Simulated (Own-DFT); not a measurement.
# Computed records: GaP (zincblende, atoms displaced)

Computed with Own-DFT development build. A calculation, not a measurement: plane-wave PBE density functional theory by an unreviewed code, no spin, of a simulated periodic cell, stress positive in tension, free energy of the whole cell less one offset for each atom, forces on such cells passed a denser k mesh, this cell's mesh not checked; offsets are fitted by least squares, one for each functional and potential file, so energies compare only between cells with the same atoms and settings and are not formation energies; the far tail of each file's local potential was reset to the Coulomb form; each entry is a single point on an unrelaxed cell, so the pressure reflects the starting lattice, mostly measured values (interpolated for alloys), from which strain is counted, and rises with the displacements; printed positions are rounded, which can move forces by about a meV/angstrom; the program, named Own-DFT, is a retired in-house code; no spin-orbit coupling.

```json
{"formula": "GaP", "kind": "zincblende, atoms displaced", "structure": {"cell_angstrom": [[16.3515, 0.0, 0.0], [0.0, 10.901, 0.0], [0.0, 0.0, 10.901]], "atoms_fractional": [["Ga", 0.99538, 0.00189, 0.02477], ["Ga", 0.00172, 0.2581, 0.23052], ["Ga", 0.16522, 0.9934, 0.24412], ["Ga", 0.16343, 0.24784, 0.99184], ["P", 0.0844, 0.11903, 0.14023], ["P", 0.08491, 0.38499, 0.38319], ["P", 0.2412, 0.12345, 0.39484], ["P", 0.2679, 0.37918, 0.11127], ["Ga", 0.99198, 0.01249, 0.50903], ["Ga", 0.99771, 0.24412, 0.72947], ["Ga", 0.16256, 0.98654, 0.7578], ["Ga", 0.16613, 0.24193, 0.49196], ["P", 0.08516, 0.11561, 0.61641], ["P", 0.08626, 0.37647, 0.83287], ["P", 0.24088, 0.12296, 0.84909], ["P", 0.25367, 0.37986, 0.63366], ["Ga", 0.99336, 0.49675, 0.00019], ["Ga", 0.00963, 0.77423, 0.25796], ["Ga", 0.15419, 0.50531, 0.26398], ["Ga", 0.1667, 0.77126, 0.00351], ["P", 0.07732, 0.61771, 0.10839], ["P", 0.09676, 0.87528, 0.37803], ["P", 0.26422, 0.61361, 0.38154], ["P", 0.25201, 0.87531, 0.13064], ["Ga", 0.00146, 0.49412, 0.49678], ["Ga", 0.99217, 0.73023, 0.76946], ["Ga", 0.16794, 0.48563, 0.75508], ["Ga", 0.15238, 0.74573, 0.48368], ["P", 0.11559, 0.63912, 0.62665], ["P", 0.08263, 0.88168, 0.89337], ["P", 0.25711, 0.6486, 0.8995], ["P", 0.24328, 0.88836, 0.63787], ["Ga", 0.32738, 0.01181, 0.97989], ["Ga", 0.32193, 0.25194, 0.26608], ["Ga", 0.50899, 0.01343, 0.23267], ["Ga", 0.50016, 0.27832, 0.00225], ["P", 0.41552, 0.10814, 0.11015], ["P", 0.40666, 0.35853, 0.36458], ["P", 0.55811, 0.12299, 0.34897], ["P", 0.58808, 0.38752, 0.12242], ["Ga", 0.33506, 0.00781, 0.50495], ["Ga", 0.31822, 0.25802, 0.72369], ["Ga", 0.48495, 0.98984, 0.75923], ["Ga", 0.50686, 0.23269, 0.51149], ["P", 0.41744, 0.14976, 0.61781], ["P", 0.41006, 0.36931, 0.87861], ["P", 0.57809, 0.12015, 0.88908], ["P", 0.59176, 0.38912, 0.61042], ["Ga", 0.32336, 0.50799, 0.00355], ["Ga", 0.33116, 0.7555, 0.24928], ["Ga", 0.49392, 0.52578, 0.2506], ["Ga", 0.49981, 0.75139, 0.00628], ["P", 0.418, 0.62056, 0.10922], ["P", 0.41103, 0.86949, 0.35488], ["P", 0.6034, 0.6364, 0.38319], ["P", 0.59854, 0.86956, 0.12414], ["Ga", 0.34244, 0.49392, 0.49506], ["Ga", 0.33321, 0.74857, 0.74565], ["Ga", 0.51078, 0.50186, 0.74539], ["Ga", 0.49772, 0.74558, 0.50054], ["P", 0.4132, 0.63238, 0.62851], ["P", 0.41969, 0.90079, 0.8637], ["P", 0.59354, 0.62288, 0.86822], ["P", 0.57729, 0.86894, 0.60983], ["Ga", 0.66432, 0.0243, 0.98858], ["Ga", 0.66425, 0.25077, 0.24047], ["Ga", 0.84134, 0.01155, 0.24808], ["Ga", 0.83463, 0.23955, 0.00753], ["P", 0.73524, 0.1087, 0.13032], ["P", 0.75592, 0.34961, 0.39522], ["P", 0.91612, 0.14046, 0.37046], ["P", 0.93815, 0.38664, 0.11187], ["Ga", 0.66197, 0.99064, 0.49514], ["Ga", 0.66093, 0.25624, 0.74873], ["Ga", 0.84307, 0.98402, 0.73637], ["Ga", 0.83194, 0.23262, 0.48293], ["P", 0.75326, 0.13395, 0.60444], ["P", 0.74548, 0.39095, 0.89982], ["P", 0.90625, 0.12332, 0.87588], ["P", 0.92264, 0.38246, 0.64792], ["Ga", 0.66045, 0.50111, 0.99108], ["Ga", 0.66302, 0.73871, 0.24821], ["Ga", 0.83059, 0.51491, 0.25657], ["Ga", 0.8322, 0.74568, 0.0213], ["P", 0.75812, 0.64038, 0.1364], ["P", 0.74389, 0.85238, 0.3696], ["P", 0.91818, 0.65483, 0.38343], ["P", 0.91851, 0.8712, 0.13972], ["Ga", 0.65454, 0.48146, 0.48692], ["Ga", 0.6685, 0.76665, 0.74279], ["Ga", 0.81758, 0.4934, 0.74312], ["Ga", 0.83581, 0.76189, 0.49011], ["P", 0.75469, 0.6331, 0.62304], ["P", 0.73097, 0.89982, 0.87586], ["P", 0.92055, 0.64533, 0.89533], ["P", 0.90717, 0.85331, 0.61987]]}, "settings": {"functional": "PBE", "potential_files": "PseudoDojo norm-conserving, scalar-relativistic, standard set", "wave_cutoff [hartree]": 42.0, "occupations": "Fermi-Dirac", "smearing_width [eV]": 0.1, "k_mesh": "2 x 3 x 3 centred on Gamma"}, "results": {"stress_yy [GPa]": null}}
```

Question: GaP (zincblende, atoms displaced): stress yy?
Answer: -8.1 GPa

Further results for GaP (zincblende, atoms displaced):

- free energy of cell above offsets: -18.411 eV
- pressure: 8.02 GPa
- stress xx: -7.62 GPa
- stress zz: -8.35 GPa
- stress yz: 2.42 GPa
- stress xz: 1.18 GPa
- stress xy: -0.15 GPa

Force:
```tsv
element	x (eV/Å)	y (eV/Å)	z (eV/Å)
Ga	-0.076	0.241	-1.73
Ga	0.936	-0.134	2.396
Ga	1.612	0.421	1.084
Ga	0.698	0.712	-0.255
P	0.081	1.194	-1.605
P	-0.613	-2.788	-0.444
P	1.914	-1.848	-3.358
P	-4.48	-3.362	2.93
Ga	-0.236	-1.599	-0.808
Ga	0.775	-1.808	1.582
Ga	-1.77	0.627	0.139
Ga	-1.611	2.802	2.307
P	-0.085	0.454	1.106
P	-4.053	-3.144	5.134
P	0.733	1.25	1.674
P	-3.023	3.562	-4.691
Ga	3.781	3.613	-5.652
Ga	-0.19	-2.312	-0.536
Ga	2.453	1.351	-2.09
Ga	-0.057	-1.769	0.95
P	1.505	1.645	1.995
P	-2.94	3.166	-1.043
P	-2.749	1.622	-1.38
P	0.086	1.16	-1.101
Ga	-0.944	2.125	1.67
Ga	3.877	2.643	-3.577
Ga	3.996	4.662	-1.658
Ga	4.929	-0.581	-0.022
P	-4.159	-2.703	3.371
P	-2.033	0.353	-1.297
P	-1.044	-0.528	-2.199
P	1.903	-2.034	-2.493
Ga	-0.37	-0.302	0.457
Ga	-0.995	-2.125	-2.452
Ga	-3.808	-6.319	-4.63
Ga	-0.347	-2.192	0.299
P	-0.218	2.368	0.677
P	3.826	2.385	1.979
P	5.727	4.732	5.822
P	-0.935	0.365	1.53
Ga	0.281	-0.955	0.099
Ga	4.042	-3.839	4.249
Ga	7.313	6.613	-7.659
Ga	1.294	2.604	-2.537
P	-1.784	-3.16	2.458
P	-0.253	1.37	-1.764
P	-2.716	3.063	-3.112
P	-3.927	-4.095	4.045
Ga	2.767	1.06	-2.185
Ga	-0.369	-2.443	-0.766
Ga	1.152	-1.624	0.949
Ga	1.073	0.839	-1.194
P	-0.857	1.308	0.971
P	2.307	1.986	2.348
P	-4.12	-1.731	0.906
P	-1.856	0.96	-0.841
Ga	0.149	-0.664	1.232
Ga	-0.795	1.58	0.942
Ga	-1.811	-0.098	0.575
Ga	-0.879	0.033	-1.483
P	1.401	-1.723	-0.617
P	-6.524	-8.122	7.001
P	-1.54	2.002	-0.494
P	-0.144	1.45	2.037
Ga	0.014	-2.047	1.709
Ga	-0.333	0.024	1.18
Ga	-1.699	-1.234	0.328
Ga	-1.069	1.225	0.671
P	3.125	1.656	1.122
P	-3.283	4.602	-4.27
P	2.476	-1.411	-1.577
P	-6.306	-4.106	4.009
Ga	0.386	0.72	-1.102
Ga	0.922	-0.511	0.666
Ga	-2.594	1.673	1.483
Ga	2.395	0.472	3.341
P	-1.742	-2.259	2.626
P	2.437	-3.086	-2.574
P	2.037	-0.704	-0.688
P	-1.954	1.05	-2.708
Ga	0.004	1.847	2.234
Ga	1.273	1.364	-1.669
Ga	1.261	-1.198	1.113
Ga	0.819	2.764	-2.324
P	-2.65	-2.88	-0.151
P	0.715	3.243	0.234
P	2.117	-3.294	-1.622
P	-0.701	0.914	-0.528
Ga	5.084	2.697	-2.818
Ga	-0.135	-0.922	-0.078
Ga	0.89	0.398	1.134
Ga	-3.129	-1.277	0.033
P	-0.981	-0.128	-0.713
P	3.724	-2.275	-1.374
P	-3.269	-3.293	1.5
P	3.862	1.658	1.567
```
